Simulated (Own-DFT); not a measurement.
# Misfit strain and the stress it brings: wurtzite GaN, 72 atoms (Ga36N36)

No measurement is shown. These are fixed-geometry runs of a retired plane-wave code named Own-DFT, which no person has reviewed; spin and spin-orbit coupling are neglected.

Method: PBE; PseudoDojo norm-conserving scalar-relativistic files; cutoff 42 hartree; 4 x 4 x 3 k mesh centred on Gamma; Fermi-Dirac smearing of 0.1 eV.

Keep in mind: forces not confirmed at this smearing and k mesh; stress not checked against mesh or cutoff.

Unstrained cell vectors in Å: (9.567, 0.000, 0.000); (-4.784, 8.285, 0.000); (0.000, 0.000, 10.370). The unstrained cell has measured lattice constants (interpolated for alloys), not those of this functional. That, the random moves and any unrelaxed bonds set the pressure at no strain. Each run strains x and y alike by e, as a substrate would, and holds the height along z. Random moves of width 0.05 Å per axis were added to every atom. Stress is positive in tension.

```
e (%),u (Å),(s_xx + s_yy)/2 (GPa),s_zz (GPa)
-2.25,0.049,-21.21,-10.90
-1.75,0.052,?,?
-1.25,0.048,-14.23,-10.56
-0.75,0.050,-11.07,-10.16
0.25,0.051,-6.03,-7.84
0.50,0.049,-5.16,-6.19
0.75,0.051,-4.06,-5.34
1.00,0.047,-2.35,-6.44
2.25,0.057,2.16,-2.95
3.00,0.050,6.60,-5.71
```

## Analysis

With e as a fraction, the in-plane stress is -7.5 + 529 e - 2658 e² GPa (errors 14 and 731, scatter 0.58), and s_zz is -7.9 + 146 e GPa (slope ± 29, scatter 1.36). At e = 0 the first slope is C11 + C12 and the second 2 C13, both with the ions held to the strained lattice and at the cell's own pressure. The term in e² is negative: the layer stiffens under compression and softens under tension. A free layer would change its height as e changes, and the in-plane slope would drop by 2 C13²/C33 to the biaxial modulus. At fixed height, a misfit of 1 % moves the in-plane stress by about 5.3 GPa and s_zz by 1.5 GPa.

## Check

The question: what are the two stresses at e = -1.75 %?

Estimate: -17.6 and -10.5 GPa. The run itself gave -16.93 and -10.92 GPa.
